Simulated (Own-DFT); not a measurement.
# A change of arrangement and its cost: As32Ga32, 64 atoms

These are calculations, not measurements. The program, named Own-DFT, is a retired in-house plane-wave density functional code that no person has reviewed. Each row is one single-point run on a periodic cell that was not relaxed, without spin or spin-orbit coupling.

Settings of every run: PBE; PseudoDojo norm-conserving scalar-relativistic files; cutoff 42 hartree; 3 x 3 x 3 k mesh centred on Gamma; Fermi-Dirac smearing of 0.1 eV.

Known limits, some of them of some rows only: not probed for a lower state with spin; forces on such cells failed a check on a denser k mesh; forces not confirmed at this smearing and k mesh; stress not checked against mesh or cutoff.

All cells hold the same atoms in the same cell, with vectors in Å (11.307, 0.000, 0.000); (0.000, 11.307, 0.000); (0.000, 0.000, 11.307). Every atom was moved at random from its ideal site; u is the rms move along one axis. The defect's site can differ from row to row. E is the free energy of the cell above the lowest run. The arrangements:

- A: zincblende GaAs
- B: zincblende GaAs, with one As on a Ga site and one Ga on an As site, 2.4 Å apart

| arrangement | u (Å) | E (eV) | P (GPa) |
|---|---|---|---|
| A | 0.0193 | 0.032 | 3.51 |
| A | 0.0197 | 0.000 | 3.51 |
| A | 0.0206 | 0.053 | 3.52 |
| A | 0.0475 | 1.669 | 3.86 |
| A | 0.0480 | 1.896 | 3.92 |
| A | 0.0546 | 2.905 | 4.14 |
| B | 0.0274 | 2.903 | 3.89 |
| B | 0.0302 | 3.015 | 3.91 |
| B | 0.0309 | 3.157 | 3.94 |
| B | 0.0495 | 4.247 | 4.15 |
| B | 0.0502 | 4.897 | 4.30 |
| B | 0.0559 | 5.125 | 4.36 |

Question: once the cost of the random moves is taken out, how do the arrangements rank?

## Worked answer

Fit E = a + b u², with one b for all and one a for each arrangement, and with residuals divided by u², since the noise grows with the moves. Then b = 978 eV/Å², the scatter at u = 0.04 Å is 0.13 eV, and against A:

- B: 2.52 ± 0.05 eV (higher)

These are energies of unrelaxed cells. Relaxing the atoms lowers the strained arrangements most, so the gaps would shrink and small ones could change sign.
